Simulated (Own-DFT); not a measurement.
# Response to strain: fcc Cu, 16 atoms (Cu16)

Calculated results; nothing here was measured. They come from Own-DFT, an in-house plane-wave density functional program, since retired, whose code no person has reviewed. Each row is one single-point run on a periodic cell that was not relaxed, without spin or spin-orbit coupling.

Settings of every run: PBE; PseudoDojo norm-conserving scalar-relativistic files; cutoff 50 hartree; 7 x 7 x 5 k mesh centred on Gamma; cold (Marzari-Vanderbilt) smearing of 0.2 eV.

Known limits: forces on such cells failed a check on a denser k mesh; stress not checked against mesh or cutoff.

Unstrained cell vectors in Å: (3.615, 3.615, 0.000); (-3.615, 3.615, 0.000); (0.000, 0.000, 7.230). The unstrained cell has measured lattice constants (interpolated for alloys), not those of this functional. That, the random moves and any unrelaxed bonds set the pressure at no strain. Each run strains this cell uniformly, with the atoms carried along. Every atom was also moved at random, by a Gaussian of width 0.05 Å on each axis. Strain is the symmetric tensor, in per cent. Stress is positive in tension, and the pressure is minus a third of its trace.

| run | e_xx (%) | e_yy (%) | e_zz (%) | e_yz (%) | e_xz (%) | e_xy (%) | s_xx (GPa) | s_yy (GPa) | s_zz (GPa) | s_yz (GPa) | s_xz (GPa) | s_xy (GPa) | P (GPa) | E (meV/atom) |
|---|---|---|---|---|---|---|---|---|---|---|---|---|---|---|
| 1 | 0.32 | -0.21 | -1.88 | -1.96 | 0.53 | -0.17 | -5.96 | -6.57 | -6.90 | -3.96 | 1.11 | -0.66 | 6.48 | 29.3 |
| 2 | -1.78 | -0.14 | 1.27 | -0.77 | -1.45 | 1.55 | -5.56 | -4.38 | -3.08 | -1.50 | -2.47 | 2.94 | 4.34 | 18.9 |
| 3 | 1.33 | 1.20 | 0.00 | -1.29 | 0.21 | -0.08 | 0.99 | 0.61 | 0.79 | -2.12 | 0.12 | 0.08 | -0.80 | 6.9 |
| 4 | 0.40 | 1.95 | -0.77 | -0.57 | 0.21 | 1.75 | -1.76 | -0.56 | -1.32 | -0.80 | 0.57 | 2.91 | 1.21 | 19.3 |
| 5 | -0.99 | 1.90 | -0.02 | -0.49 | -1.04 | 0.34 | -2.48 | -0.05 | -1.16 | -0.72 | -1.93 | 0.59 | 1.23 | 0.0 |
| 6 | 1.24 | 0.54 | 1.66 | 0.39 | 1.52 | 1.48 | 1.70 | 1.48 | 2.44 | 0.78 | 2.22 | 2.35 | -1.87 | 11.1 |
| 7 | 0.85 | -0.12 | 0.71 | -0.09 | 1.94 | -0.30 | -1.38 | -2.01 | -1.46 | 0.29 | 3.21 | -0.38 | 1.62 | 24.8 |
| 8 | -0.29 | 1.22 | 0.58 | 1.83 | 1.22 | -1.00 | -1.68 | -0.51 | -0.74 | 2.63 | 2.30 | -1.53 | 0.98 | 14.4 |
| 9 | -1.02 | 1.26 | 0.38 | 0.12 | -0.77 | 0.82 | -3.03 | -1.43 | -1.69 | 0.21 | -1.65 | 1.08 | 2.05 | 9.5 |
| 10 | 1.59 | -0.64 | 0.42 | -1.01 | 0.37 | 0.79 | 0.14 | -2.46 | -0.77 | -1.90 | 0.59 | 1.13 | 1.03 | 11.1 |
| 11 | 1.39 | -0.50 | 1.00 | -0.02 | -1.20 | -0.70 | 0.10 | -0.61 | 0.40 | 0.36 | -1.66 | -1.10 | 0.04 | 7.3 |
| 12 | 1.59 | 0.68 | 1.50 | -0.34 | -1.35 | -0.11 | 2.42 | 2.25 | 2.84 | -0.56 | -2.03 | -0.11 | -2.50 | 7.6 |
| 13 | -0.77 | 0.12 | -0.58 | -1.70 | 0.29 | 0.73 | -5.01 | -4.91 | -5.09 | -3.37 | 0.68 | 0.95 | 5.00 | 15.6 |
| 14 | -0.37 | -0.59 | -1.00 | 1.86 | 0.11 | -1.24 | -6.02 | -7.58 | -6.84 | 4.12 | 0.11 | -2.02 | 6.81 | 30.3 |
| 15 | -1.80 | -0.67 | -1.71 | -1.20 | 0.10 | -0.89 | -10.25 | -9.84 | -10.02 | -2.53 | 0.22 | -1.86 | 10.04 | 24.9 |
| 16 | 0.45 | -0.45 | 0.75 | -1.71 | -0.03 | -1.05 | ? | ? | ? | ? | ? | ? | ? | ? |

E is the free energy for each atom above the lowest run shown.

## Worked fit

Each stress component was fitted by least squares to a constant and the strains of the runs shown, as fractions, with shears doubled. Shear strains stay in the fit of a normal stress only where such slopes are resolved. The slopes, in GPa:

```
stress,at no strain,per e_xx,per e_yy,per e_zz,scatter
s_xx,-3.4,193 ± 10,125 ± 13,136 ± 11,0.43
s_yy,-3.6,121 ± 11,220 ± 13,160 ± 12,0.44
s_zz,-3.2,132 ± 9,156 ± 11,201 ± 10,0.36
```

Each shear stress against twice its own strain: yz 100 ± 7, xz 82 ± 4, xy 81 ± 4 GPa. These are stiffnesses along x, y and z of the frame in which the cell vectors are given, which need not be the crystal's axes. The atoms are held to the strained lattice; where symmetry lets them move under strain, relaxing them would lower some slopes. The table should be nearly symmetric about its diagonal, and what it lacks of that shows the noise. A ninth of its sum, 161 ± 4 GPa, estimates the bulk modulus near the mean pressure of these runs, 2.4 GPa, so it lies above the value at zero pressure.

## Withheld run

Question: what normal stresses and pressure should run 16 give?

The fit gives s_xx = -2.1, s_yy = -2.9, s_zz = -1.8 and P = 2.2 GPa. The calculation gave -1.43, -2.41, -1.42 and P = 1.75 GPa.
